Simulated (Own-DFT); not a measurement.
Hf$_{36}$O$_{71}$ (tetragonal hafnia with one neutral oxygen vacancy, atoms displaced) (calculated)

Computed with Own-DFT development build. A calculation, not a measurement: plane-wave PBE and HSE06 DFT by an unreviewed code, no spin, of a simulated cell at Gamma alone, so results move with cell size and shape, stress positive in tension, energies less offsets, not probed for a lower state with spin; hafnium file: forces about 75 meV/angstrom off all-electron values; oxygen file: force components 24 meV/angstrom off all-electron in a glass; k mesh not checked against a denser one; forces and stress are PBE's, HSE06 gives the energy alone, and its difference from PBE has offsets of its own; offsets are fitted by least squares, one for each functional and potential file, so energies compare only between cells with the same atoms and settings and are not formation energies; the far tail of each file's local potential was reset to the Coulomb form; each entry is a single point on an unrelaxed cell, so the pressure reflects the starting lattice, taken from the Materials Project, from which strain is counted, and rises with the displacements; printed positions are rounded, which can move forces by about a meV/angstrom; the program is a retired in-house code; no spin-orbit coupling.

Settings shared by all entries: first functional PBE; second functional HSE06; exact exchange share 0.25; screening 0.11 1/bohr; exchange divergence Gygi-Baldereschi; potential files PseudoDojo norm-conserving, scalar-relativistic, made for PBE, standard set; wave cutoff 48 hartree; occupations fixed; k mesh 1 x 1 x 1 centred on Gamma.

(1) Hf$_{36}$O$_{71}$ (tetragonal hafnia with one neutral oxygen vacancy, atoms displaced)

```
CELL_PARAMETERS angstrom
10.78000 0.00000 0.00000
0.00000 10.78000 0.00000
0.00000 0.00000 10.44930
ATOMIC_POSITIONS crystal
Hf 0.98844 0.00354 0.99018
Hf 0.16515 0.16890 0.25145
O 0.00503 0.16440 0.15215
O 0.00085 0.16169 0.39990
O 0.16812 0.00151 0.10601
Hf 0.98953 0.00067 0.50044
Hf 0.16868 0.17247 0.75520
O 0.99861 0.16986 0.65764
O 0.16606 0.00458 0.84676
O 0.99321 0.16558 0.90758
O 0.17021 0.99633 0.60008
Hf 0.00452 0.33640 0.98960
Hf 0.16787 0.50802 0.25222
O 0.00713 0.50622 0.15449
O 0.16782 0.32511 0.35192
O 0.00018 0.49603 0.39947
O 0.15777 0.33366 0.10249
Hf 0.00531 0.33960 0.50095
Hf 0.17433 0.50428 0.74673
O 0.99305 0.50532 0.65511
O 0.16869 0.33441 0.85320
O 0.00335 0.50824 0.90119
O 0.15952 0.33547 0.59776
Hf 0.99300 0.66227 0.99726
Hf 0.16641 0.83625 0.25005
O 0.99725 0.83314 0.15023
O 0.17201 0.66752 0.34852
O 0.99818 0.83545 0.40945
O 0.16719 0.66362 0.10077
Hf 0.99804 0.66481 0.50457
Hf 0.16205 0.83530 0.75027
O 0.00391 0.83994 0.65398
O 0.16872 0.66782 0.85419
O 0.00551 0.83820 0.89324
O 0.17007 0.67021 0.60060
Hf 0.33709 0.99968 0.99855
Hf 0.50254 0.16750 0.24260
O 0.32978 0.17095 0.15803
O 0.49504 0.00199 0.35756
O 0.33018 0.15653 0.41152
O 0.50104 0.00455 0.09603
Hf 0.33799 0.00840 0.50104
Hf 0.50058 0.16481 0.74842
O 0.33531 0.16780 0.64767
O 0.48855 0.00454 0.85592
O 0.32827 0.16468 0.89805
O 0.49862 0.99789 0.59169
Hf 0.32968 0.32636 0.00000
Hf 0.49588 0.49323 0.25093
O 0.33376 0.49760 0.15030
O 0.50591 0.33127 0.35836
O 0.32828 0.50445 0.40009
O 0.49830 0.33506 0.10882
Hf 0.33294 0.33537 0.49007
Hf 0.49543 0.49506 0.74542
O 0.33291 0.49434 0.65564
O 0.50139 0.33007 0.85137
O 0.33568 0.49660 0.90968
O 0.50168 0.32417 0.59697
Hf 0.33393 0.66354 0.00105
Hf 0.49440 0.83004 0.24532
O 0.34028 0.81995 0.15716
O 0.50683 0.66517 0.34799
O 0.32302 0.83231 0.39604
O 0.50616 0.66160 0.09639
Hf 0.33662 0.66223 0.49612
Hf 0.49056 0.83790 0.75051
O 0.33447 0.83062 0.65733
O 0.49954 0.66724 0.84789
O 0.33833 0.82805 0.89566
O 0.50002 0.66641 0.60562
Hf 0.67535 0.99574 0.99928
Hf 0.82952 0.16857 0.24990
O 0.66863 0.16558 0.14555
O 0.84152 0.00652 0.33816
O 0.66205 0.16550 0.41070
O 0.83136 0.00138 0.09787
Hf 0.67090 0.00448 0.50130
Hf 0.82682 0.15852 0.74896
O 0.66704 0.17035 0.65326
O 0.83578 0.00219 0.84947
O 0.67256 0.16226 0.90897
O 0.83431 0.99460 0.59813
Hf 0.67001 0.33341 0.99798
Hf 0.83553 0.49952 0.25473
O 0.67048 0.49754 0.14669
O 0.83589 0.33658 0.34186
O 0.67199 0.50333 0.40036
O 0.83801 0.33365 0.09448
Hf 0.66126 0.33011 0.49341
Hf 0.82951 0.49936 0.74972
O 0.66233 0.49592 0.65104
O 0.82735 0.33336 0.84791
O 0.67285 0.50432 0.90372
O 0.83230 0.33293 0.59760
Hf 0.67886 0.66084 0.99945
Hf 0.82765 0.83426 0.25052
O 0.65714 0.83183 0.15241
O 0.83757 0.66137 0.36093
O 0.66681 0.83122 0.40686
O 0.83814 0.66918 0.10535
Hf 0.66627 0.66489 0.50438
Hf 0.83023 0.84352 0.75050
O 0.66640 0.83276 0.66272
O 0.82982 0.67161 0.84923
O 0.66609 0.84038 0.90592
O 0.83121 0.66010 0.59788
```

| Quantity | Value |
| --- | --- |
| PBE energy of cell above offsets | -96.751 eV |
| HSE06 less PBE above offsets | 0.106 eV |
| PBE pressure | 1.93 GPa |
| PBE stress xx | -1.3 GPa |
| PBE stress yy | -2.31 GPa |
| PBE stress zz | -2.18 GPa |
| PBE stress yz | -0.14 GPa |
| PBE stress xz | -1.16 GPa |
| PBE stress xy | 0.03 GPa |

Force:
```tsv
element	x (eV/Å)	y (eV/Å)	z (eV/Å)
Hf	2.892	-1.213	2.447
Hf	-1.314	-2.335	-0.151
O	-1.718	-0.069	0.138
O	0.083	1.136	0.737
O	0.519	-0.77	-0.927
Hf	4.145	0.201	-0.558
Hf	-0.103	-1.858	-1.589
O	-0.244	-0.501	0.296
O	0.041	0.003	0.321
O	0.267	1.242	-1.18
O	-0.82	0.446	-0.888
Hf	-0.754	-0.086	1.946
Hf	-0.407	-0.557	-1.096
O	-1.533	-0.008	-0.247
O	0.723	2.095	0.49
O	0.62	0.961	0.341
O	1.43	-0.022	-0.891
Hf	-2.027	-1.832	-0.201
Hf	-2.155	0.877	1.278
O	1.8	-0.178	-0.251
O	-0.268	0.609	-0.301
O	-0.559	-1.881	-0.654
O	2.17	0.42	0.742
Hf	2.173	2.033	1.041
Hf	-0.097	0.963	-0.004
O	-0.402	0.114	0.644
O	-0.788	-0.11	0.408
O	0.113	-0.49	-0.628
O	-0.148	0.119	-0.374
Hf	-0.164	0.306	-0.388
Hf	1.168	0.48	0.106
O	-1.92	-0.661	-0.476
O	0.182	-0.621	-0.905
O	-0.708	-0.644	0.907
O	-0.105	-0.99	-0.121
Hf	-1.151	-0.82	-0.046
Hf	-0.451	-1.313	0.398
O	1.301	0.306	-0.66
O	0.775	-0.091	-1.959
O	-0.329	4.376	-2.275
O	-0.179	0.201	0.653
Hf	-1.822	-3.866	0.539
Hf	-0.779	0.148	0.175
O	-0.354	0.406	1.024
O	0.607	0.052	-1.348
O	0.08	0.602	0.555
O	2.05	0.27	1.914
Hf	-0.22	0.919	1.178
Hf	1.409	1.554	-1.409
O	-0.104	-0.076	0.879
O	-1.076	0.052	-0.89
O	0.746	-1.627	-0.256
O	0.247	-0.492	-0.772
Hf	-0.589	-1.813	1.323
Hf	1.516	1.481	1.629
O	0.31	-0.277	-1.435
O	0.136	-0.12	-0.114
O	-0.172	-0.531	-1.148
O	-0.891	0.734	0.066
Hf	0.543	0.512	0.105
Hf	1.073	0.285	2.011
O	-2.063	0.516	-1.729
O	-0.854	-0.378	0.223
O	0.429	0.04	1.021
O	-0.347	-0.24	-0.056
Hf	-0.256	3.351	0.541
Hf	0.533	-1.194	0.925
O	-0.536	-0.01	-0.889
O	0.107	-0.804	-0.535
O	-0.375	1.174	1.574
O	-0.414	-0.477	-1.123
Hf	-2.262	0.55	0.961
Hf	2.362	1.09	-1.314
O	-0.468	0.5	1.292
O	-1.095	-1.356	1.393
O	0.762	-0.233	-1.802
O	0.278	-0.403	0.217
Hf	-2.281	-2.066	-0.352
Hf	1.431	3.316	-0.079
O	-0.237	-0.93	-0.118
O	-0.165	-0.464	0.416
O	-0.128	0.248	-1.281
O	-1.511	0.522	1.057
Hf	0.382	0.465	0.609
Hf	0.023	0.664	-0.845
O	-0.203	-0.146	0.79
O	-0.567	-1.322	0.595
O	-0.447	-1.029	0.099
O	-0.013	-0.004	-0.312
Hf	1.5	2.009	1.72
Hf	-0.652	-0.048	-0.405
O	-0.04	0.012	0.195
O	0.243	-0.29	-0.387
O	-0.105	-1.391	-0.682
O	0.011	0.117	-0.678
Hf	-2.205	1.203	0.449
Hf	0.804	-0.953	0.128
O	2.063	0.43	0.167
O	0.084	1.169	-1.334
O	0.862	1.045	0.116
O	-0.943	-0.054	-0.001
Hf	-0.142	0.1	-0.301
Hf	0.603	-2.476	-0.158
O	-0.069	0.298	-0.742
O	0.328	0.037	0.161
O	0.595	-1.182	-0.376
O	0.208	0.549	0.707
```

(2) Hf$_{36}$O$_{71}$ (tetragonal hafnia with one neutral oxygen vacancy, atoms displaced)

```
CELL_PARAMETERS angstrom
10.78000 0.00000 0.00000
0.00000 10.78000 0.00000
0.00000 0.00000 10.44930
ATOMIC_POSITIONS crystal
Hf 0.99826 0.99474 0.00589
Hf 0.16431 0.16412 0.24867
O 0.99711 0.16719 0.15287
O 0.16651 0.00737 0.34478
O 0.99646 0.16258 0.40589
O 0.16255 0.99789 0.10258
Hf 0.00341 0.00330 0.50272
Hf 0.16923 0.17097 0.74576
O 0.99891 0.16555 0.65112
O 0.16513 0.01071 0.84080
O 0.99072 0.16096 0.89907
O 0.15906 0.99874 0.59898
Hf 0.00260 0.32686 0.00080
Hf 0.16804 0.50751 0.24674
O 0.99746 0.49708 0.15079
O 0.16910 0.34111 0.34316
O 0.00764 0.50519 0.39992
O 0.17358 0.33151 0.09120
Hf 0.00094 0.33663 0.49894
Hf 0.16814 0.49763 0.74768
O 0.99365 0.50209 0.65242
O 0.16637 0.34235 0.85249
O 0.00460 0.49963 0.89410
O 0.16094 0.33465 0.59497
Hf 0.00727 0.66976 0.00173
Hf 0.16772 0.82722 0.25835
O 0.00163 0.83490 0.15049
O 0.17079 0.66809 0.34900
O 0.99978 0.84006 0.40577
O 0.16377 0.67039 0.08797
Hf 0.99811 0.66481 0.49515
Hf 0.16788 0.82839 0.74572
O 0.00030 0.83188 0.65113
O 0.16498 0.65971 0.83855
O 0.99237 0.82820 0.90634
Hf 0.33555 0.00210 0.00139
Hf 0.49407 0.16174 0.24701
O 0.33621 0.17463 0.14583
O 0.50328 0.99958 0.35023
O 0.34211 0.16562 0.39761
O 0.50168 0.00032 0.09737
Hf 0.33061 0.00128 0.51268
Hf 0.48986 0.16489 0.75286
O 0.33585 0.15844 0.64896
O 0.50035 0.99587 0.85084
O 0.33553 0.16840 0.90313
O 0.50367 0.00175 0.60076
Hf 0.32953 0.32627 0.99789
Hf 0.49799 0.49724 0.25258
O 0.33011 0.50261 0.14767
O 0.49713 0.34323 0.35132
O 0.33783 0.48970 0.40414
O 0.49497 0.33224 0.09725
Hf 0.33613 0.33662 0.49990
Hf 0.50159 0.48685 0.74588
O 0.32856 0.49590 0.65474
O 0.49378 0.33787 0.84577
O 0.34195 0.49699 0.90361
O 0.50142 0.33503 0.59644
Hf 0.33621 0.66522 0.00275
Hf 0.49452 0.83094 0.24503
O 0.33232 0.82689 0.14566
O 0.50453 0.66166 0.34555
O 0.34068 0.83424 0.40665
O 0.50131 0.67031 0.09040
Hf 0.33335 0.67129 0.50177
Hf 0.49931 0.83230 0.74727
O 0.33445 0.83756 0.65124
O 0.49640 0.67180 0.85241
O 0.32724 0.83699 0.90541
O 0.49683 0.66202 0.60812
Hf 0.66344 0.99845 0.01146
Hf 0.82910 0.15961 0.26129
O 0.66452 0.16267 0.15413
O 0.82814 0.99862 0.35436
O 0.66885 0.15984 0.40060
O 0.82404 0.99956 0.09514
Hf 0.66874 0.00336 0.50509
Hf 0.83206 0.15953 0.74614
O 0.66855 0.15261 0.65487
O 0.83900 0.00637 0.85098
O 0.66745 0.16377 0.90567
O 0.83240 0.00023 0.60122
Hf 0.66390 0.33130 0.00367
Hf 0.83483 0.50196 0.24698
O 0.67319 0.49556 0.14477
O 0.83128 0.33276 0.35519
O 0.66634 0.49979 0.40508
O 0.83071 0.33329 0.10463
Hf 0.66160 0.33244 0.49952
Hf 0.83694 0.49738 0.75250
O 0.66571 0.49604 0.65432
O 0.82931 0.32609 0.84770
O 0.66821 0.50275 0.89144
O 0.83627 0.34159 0.60349
Hf 0.66433 0.66561 0.98564
Hf 0.83320 0.84285 0.24900
O 0.66402 0.83197 0.15362
O 0.83754 0.67111 0.34010
O 0.66912 0.83014 0.40837
O 0.83417 0.66569 0.08590
Hf 0.67099 0.66316 0.49290
Hf 0.82656 0.83240 0.75290
O 0.67045 0.84186 0.64798
O 0.83955 0.66756 0.84826
O 0.66322 0.82814 0.89442
O 0.82874 0.67044 0.59599
```

| Item | Value |
| --- | --- |
| PBE energy of cell above offsets | -97.002 eV |
| HSE06 less PBE above offsets | 0.055 eV |
| PBE pressure | 2.02 GPa |
| PBE stress xx | -2.4 GPa |
| PBE stress yy | -1.41 GPa |
| PBE stress zz | -2.24 GPa |
| PBE stress yz | 1.07 GPa |
| PBE stress xz | -0.61 GPa |
| PBE stress xy | 0.02 GPa |

Force:
```tsv
element	x (eV/Å)	y (eV/Å)	z (eV/Å)
Hf	-0.482	0.638	-1.692
Hf	0.16	1.399	-0.469
O	0.163	-0.203	0.375
O	0.395	-1.778	0.855
O	0.247	1.248	-0.791
O	1.399	0.504	-0.515
Hf	-1.763	-0.551	0.724
Hf	-2.174	0.061	0.787
O	0.874	0.25	-0.114
O	0.298	-1.297	0.516
O	1.333	1.089	1.148
O	2.098	0.219	0.137
Hf	-1.438	0.511	-0.761
Hf	-0.633	-1.935	-0.336
O	1.343	0.143	0.192
O	-0.349	-1.293	-0.166
O	-0.334	-0.549	-0.058
O	-2.075	-0.166	1.063
Hf	-1.574	-0.073	-0.001
Hf	-1.561	0.187	0.394
O	2.129	0.699	-1.308
O	0.317	-2.528	-0.711
O	-0.588	-0.498	1.33
O	1.468	-0.508	0.38
Hf	-3.483	-1.59	-1.922
Hf	-0.488	2.581	-1.498
O	-0.02	0.052	1.075
O	0.289	-0.36	0.503
O	0.581	-1.092	-0.913
O	1.704	-0.192	2.279
Hf	-0.603	1.167	1.732
Hf	-1.094	0.556	0.773
O	0.24	-0.559	0.562
O	0.415	1.583	-0.203
O	1.049	1.592	-0.317
Hf	-1.059	-0.892	-0.686
Hf	0.68	0.55	1.091
O	-1.028	-1.319	0.45
O	-0.309	-0.552	-0.948
O	-0.486	0.242	0.802
O	-1.888	-0.016	1.155
Hf	1.125	0.147	-1.628
Hf	3.004	-0.888	0.787
O	-1.11	0.512	-0.105
O	-0.726	0.843	-0.116
O	0.185	-1.099	-1.357
O	-1.623	-0.024	0.036
Hf	1.149	2.458	-0.064
Hf	0.668	0.488	-1.654
O	0.388	0.667	0.974
O	0.801	-2.537	0.08
O	-0.394	3.166	-0.38
O	0.773	0.171	0.207
Hf	-0.884	-0.813	-0.596
Hf	0.023	3.51	0.413
O	0.743	-0.072	-1.026
O	0.492	-2.881	0.366
O	-0.55	0.563	0.162
O	-0.77	-0.58	0.765
Hf	0.858	-0.537	-1.774
Hf	1.331	-0.131	1.066
O	-0.445	0.47	1.352
O	-0.65	0.786	-0.132
O	-0.688	0.091	-0.542
O	0.09	-0.133	1.181
Hf	0.702	-1.096	0.807
Hf	1.556	-0.674	0.539
O	-0.711	-0.23	-0.388
O	-0.235	-0.604	-0.752
O	-0.385	-0.073	-0.324
O	0.071	0.583	-1.599
Hf	0.245	0.25	-3.039
Hf	-0.064	2.304	-1.029
O	-0.104	0.102	0.278
O	0.376	-0.223	-0.369
O	-0.217	1.97	0.168
O	2.312	-0.374	1.756
Hf	-0.206	-1.562	0.086
Hf	0.551	0.891	1.137
O	-1.641	1.265	-0.306
O	-0.563	-2.315	0.007
O	-0.939	0.119	0.436
O	1.242	0.086	-0.389
Hf	1.394	0.408	-0.444
Hf	-0.65	-0.77	-0.769
O	-1.534	0.227	0.941
O	0.246	0.059	-0.471
O	0.269	-0.608	-0.822
O	0.442	-0.347	-0.709
Hf	2.404	0.319	-0.016
Hf	-0.952	-0.538	0.792
O	0.267	-0.163	-0.82
O	0.136	0.97	0.286
O	-0.501	-1.024	0.765
O	-0.636	-0.703	-1.124
Hf	0.758	-0.642	0.984
Hf	-0.725	-1.658	-0.178
O	0.14	0.489	0.107
O	0.055	-0.293	0.338
O	-0.049	0.39	-0.81
O	-0.031	0.139	0.936
Hf	-0.885	0.952	1.503
Hf	1.007	0.316	-0.024
O	-1.367	-0.485	0.72
O	-0.701	-0.201	-0.962
O	0.596	1.537	0.317
O	0.784	-0.281	-0.484
```

(3) Hf$_{36}$O$_{71}$ (tetragonal hafnia with one neutral oxygen vacancy, atoms displaced)

```
CELL_PARAMETERS angstrom
10.78000 0.00000 0.00000
0.00000 10.78000 0.00000
0.00000 0.00000 10.44930
ATOMIC_POSITIONS crystal
Hf 0.01252 0.00042 0.00402
Hf 0.16698 0.16873 0.25551
O 0.00173 0.16930 0.15590
O 0.17198 0.00006 0.35175
O 0.99506 0.16981 0.39323
O 0.16628 0.00212 0.09530
Hf 0.99229 0.00609 0.49820
Hf 0.16933 0.16131 0.74865
O 0.99655 0.16101 0.65744
O 0.15997 0.00064 0.83824
O 0.00634 0.17187 0.90497
O 0.16892 0.00378 0.59934
Hf 0.00764 0.33705 0.00241
Hf 0.17019 0.49489 0.24437
O 0.99952 0.50045 0.14788
O 0.16388 0.33609 0.34504
O 0.00192 0.49848 0.39783
O 0.17227 0.32971 0.10368
Hf 0.00484 0.33188 0.50191
Hf 0.16442 0.50384 0.74727
O 0.99560 0.50242 0.64934
O 0.16361 0.33378 0.84980
O 0.99545 0.50423 0.90594
O 0.16133 0.33797 0.60267
Hf 0.00008 0.66165 0.99815
Hf 0.16718 0.83082 0.25504
O 0.00064 0.82988 0.14819
O 0.15906 0.66092 0.34375
O 0.00183 0.83236 0.40206
O 0.16786 0.66959 0.09399
Hf 0.99885 0.66687 0.49663
Hf 0.16122 0.83455 0.75604
O 0.99699 0.82929 0.65192
O 0.16818 0.66481 0.83570
O 0.99785 0.82811 0.90715
O 0.16742 0.66456 0.60163
Hf 0.33938 0.99807 0.00224
Hf 0.50186 0.16199 0.24909
O 0.33343 0.17230 0.15252
O 0.50681 0.00039 0.34684
O 0.33901 0.17056 0.40194
O 0.49319 0.99834 0.10518
Hf 0.33586 0.00657 0.50084
Hf 0.50147 0.16572 0.74900
O 0.33726 0.16382 0.65400
O 0.50056 0.00933 0.86023
O 0.33925 0.16599 0.89292
O 0.50584 0.00152 0.60081
Hf 0.33246 0.33165 0.99483
Hf 0.49801 0.50038 0.24943
O 0.32737 0.50147 0.14510
O 0.50093 0.33286 0.34867
O 0.33489 0.50587 0.39645
O 0.49799 0.33691 0.09699
Hf 0.32851 0.34067 0.49511
Hf 0.50602 0.50614 0.75365
O 0.33444 0.49754 0.64253
O 0.50438 0.33936 0.85123
O 0.33279 0.49702 0.89994
O 0.50013 0.33355 0.59396
Hf 0.33409 0.66332 0.99478
Hf 0.50531 0.83790 0.24494
O 0.32211 0.82981 0.15524
O 0.49890 0.65546 0.34983
O 0.33109 0.83532 0.40615
O 0.50364 0.66734 0.09785
Hf 0.34290 0.66825 0.51456
Hf 0.50130 0.82699 0.75373
O 0.33099 0.83551 0.64683
O 0.50008 0.67080 0.83720
O 0.34089 0.82260 0.89560
O 0.50396 0.67111 0.60476
Hf 0.66253 0.00014 0.00358
Hf 0.82729 0.16565 0.24795
O 0.66382 0.17158 0.13496
O 0.83248 0.98736 0.34281
O 0.66346 0.16544 0.40675
O 0.83624 0.00619 0.09405
Hf 0.66439 0.99535 0.50333
Hf 0.83386 0.16408 0.74396
O 0.66336 0.16332 0.66152
O 0.66878 0.16722 0.90258
O 0.83374 0.99933 0.59915
Hf 0.67021 0.33136 0.00901
Hf 0.83595 0.50054 0.25829
O 0.66717 0.49722 0.15222
O 0.83605 0.33114 0.34542
O 0.67499 0.51006 0.39787
O 0.83710 0.33470 0.09355
Hf 0.66920 0.33128 0.49482
Hf 0.83670 0.50183 0.74476
O 0.66420 0.49795 0.65531
O 0.83811 0.33382 0.84286
O 0.67160 0.50492 0.90426
O 0.82898 0.33583 0.59778
Hf 0.66728 0.67328 0.00692
Hf 0.83026 0.83110 0.25087
O 0.66810 0.83533 0.14831
O 0.83537 0.66519 0.34441
O 0.66773 0.82981 0.39362
O 0.83012 0.65909 0.09074
Hf 0.67051 0.66876 0.49704
Hf 0.82981 0.84269 0.75219
O 0.67134 0.83207 0.65093
O 0.83703 0.66328 0.85231
O 0.66270 0.82813 0.90521
O 0.83471 0.67002 0.60347
```

| Quantity | Value |
| --- | --- |
| PBE stress yy | withheld |
| PBE stress zz | withheld |
| PBE pressure | withheld |

Question: Give the missing PBE stress yy for Hf$_{36}$O$_{71}$ (tetragonal hafnia with one neutral oxygen vacancy, atoms displaced) (entry 3).
Answer: -1.72 GPa

Question: Give the missing PBE stress zz for Hf$_{36}$O$_{71}$ (tetragonal hafnia with one neutral oxygen vacancy, atoms displaced) (entry 3).
Answer: -1.86 GPa

Question: Hf$_{36}$O$_{71}$ (tetragonal hafnia with one neutral oxygen vacancy, atoms displaced) (entry 3): PBE pressure?
Answer: 1.56 GPa

Further results for Hf$_{36}$O$_{71}$ (tetragonal hafnia with one neutral oxygen vacancy, atoms displaced) (entry 3):

| Item | Value |
| --- | --- |
| PBE energy of cell above offsets | -97.329 eV |
| HSE06 less PBE above offsets | 0.044 eV |
| PBE stress xx | -1.09 GPa |
| PBE stress yz | -0.02 GPa |
| PBE stress xz | -0.06 GPa |
| PBE stress xy | -0.15 GPa |

Force:
```tsv
element	x (eV/Å)	y (eV/Å)	z (eV/Å)
Hf	-2.711	0.179	-1.007
Hf	-0.067	-0.528	-1.052
O	-0.292	-0.238	0.225
O	-0.312	0.738	-0.377
O	0.12	-0.752	1.422
O	2.061	0.201	0.515
Hf	2.047	-1.252	-0.04
Hf	-0.169	1.328	0.123
O	1.064	0.215	-1.612
O	0.398	-0.576	2.045
O	-0.265	-1.413	0.148
O	-0.79	0.338	-0.695
Hf	-0.928	-0.26	-0.559
Hf	-0.911	1.845	0.034
O	0.553	-0.165	0.622
O	0.339	-0.928	1.472
O	-0.656	-0.578	0.797
O	-0.499	0.172	-0.412
Hf	-1.552	1.141	-0.41
Hf	0.278	-1.069	-0.598
O	1.299	-0.284	-0.352
O	0.379	0.25	-0.203
O	0.993	-1.461	-1.25
O	0.818	-0.647	-0.656
Hf	-0.92	0.818	1.024
Hf	-1.132	-0.92	0.443
O	-0.456	0.481	1.064
O	0.019	0.634	-0.011
O	-0.268	0.843	0.365
O	0.342	-0.372	-0.771
Hf	1.032	-0.061	0.572
Hf	-0.138	-0.763	-2.371
O	0.227	0.724	0.497
O	0.115	0.456	1.836
O	0.439	1.698	-0.894
O	-0.161	-0.094	-0.953
Hf	-0.917	0.285	-1.033
Hf	-0.973	2.166	-0.113
O	0.412	-0.921	0.011
O	0.029	-0.45	0.329
O	-0.325	-0.126	-0.12
O	0.818	-0.442	0.526
Hf	-0.988	-1.17	0.414
Hf	-0.226	1.554	1.192
O	-0.749	0.019	-0.77
O	-0.1	-2.1	-0.306
O	-1.028	-0.374	1.307
O	-0.654	-0.279	-0.196
Hf	0.879	-0.082	0.166
Hf	0.001	-0.939	-0.946
O	1.495	0.118	0.078
O	0.387	0.073	-0.558
O	-0.439	-0.99	0.3
O	-0.228	-0.229	0.183
Hf	1.604	0.559	0.776
Hf	0.114	-2.564	-0.238
O	0.061	0.348	0.877
O	-0.29	-0.722	-0.697
O	-0.041	0.917	-0.425
O	-0.017	-0.242	-0.445
Hf	-0.728	-0.766	1.423
Hf	-1.921	-1.807	1.054
O	2.783	0.583	-0.784
O	0.295	2.712	0.235
O	0.655	-0.285	-0.163
O	-1.418	0.422	0.137
Hf	-1.803	0.306	-1.717
Hf	-0.487	2.485	-1.152
O	0.601	-0.099	1.226
O	-0.181	-1.371	2.099
O	-0.419	2.308	0.66
O	0.737	0.248	-0.375
Hf	1.323	1.062	-1.673
Hf	1.552	0.009	-1.117
O	-0.139	-0.926	2.652
O	-0.04	2.855	1.046
O	0.748	-0.823	-0.902
O	-0.548	-0.119	-0.415
Hf	-0.014	0.032	-0.026
Hf	-1.123	0.979	2.752
O	1.366	-0.032	-1.75
O	0.525	-0.604	0.136
O	-0.648	0.132	-0.156
Hf	-0.507	1.605	-2.314
Hf	-0.224	-0.583	-2.152
O	-0.028	-0.193	0.919
O	-0.869	-0.348	0.174
O	-0.011	-1.893	0.684
O	0.144	-0.556	0.898
Hf	-1.159	1.617	0.99
Hf	-1.569	-0.017	1.988
O	0.498	0.377	-0.867
O	0.014	-0.322	-0.308
O	-0.865	0.031	0.236
O	0.964	-0.585	-0.896
Hf	1.26	-3.027	-1.385
Hf	1.992	-1.023	-1.553
O	-0.229	0.394	0.123
O	0.245	1.042	0.878
O	-0.542	0.313	0.49
O	0.66	0.613	1.586
Hf	0.166	-0.637	0.926
Hf	1.266	-1.716	0.827
O	-0.812	0.557	-0.177
O	-0.162	1.495	-1.204
O	0.164	1.875	-0.885
O	-0.632	-0.427	-1.459
```
